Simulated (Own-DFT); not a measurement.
# Which arrangement is lower? Al2C36Si34, 72 atoms

Calculated results; nothing here was measured. They come from Own-DFT, an in-house plane-wave density functional program, since retired, whose code no person has reviewed. Each row is one single-point run on a periodic cell that was not relaxed, without spin or spin-orbit coupling.

Settings of every run: PBE; PseudoDojo norm-conserving scalar-relativistic files; cutoff 42 hartree; 4 x 4 x 3 k mesh centred on Gamma; Fermi-Dirac smearing of 0.1 eV.

Known limits: not probed for a lower state with spin; forces on such cells passed a denser k mesh, each cell not checked; stress not checked against mesh or cutoff.

All cells hold the same atoms in the same cell, with vectors in Å (9.248, 0.000, 0.000); (-4.624, 8.009, 0.000); (0.000, 0.000, 10.068). Every atom was moved at random from its ideal site; u is the rms move along one axis. The defect's site can differ from row to row. E is the free energy of the cell above the lowest run. The arrangements:

- A: 4H SiC, with two Al on a Si site each, 3.1 Å apart
- B: 2H SiC, with two Al on a Si site each, 3.1 Å apart

```
arrangement,u (Å),E (eV),P (GPa)
A,0.0294,0.518,5.71
A,0.0303,0.684,5.82
A,0.0307,0.538,5.82
A,0.0483,3.936,6.92
A,0.0512,4.623,7.13
A,0.0550,5.321,7.58
B,0.0284,0.000,5.70
B,0.0306,1.067,6.05
B,0.0332,1.058,6.04
B,0.0489,5.062,7.30
B,0.0519,4.357,7.10
B,0.0536,6.318,8.10
```

Question: once the cost of the random moves is taken out, how do the arrangements rank?

## Worked answer

Fit E = a + b u², with one b for all and one a for each arrangement, and with residuals divided by u², since the noise grows with the moves. Then b = 2521 eV/Å², the scatter at u = 0.04 Å is 0.44 eV, and against A:

- B: 0.06 ± 0.19 eV (not told apart from A)

These are energies of unrelaxed cells. Relaxing the atoms lowers the strained arrangements most, so the gaps would shrink and small ones could change sign.
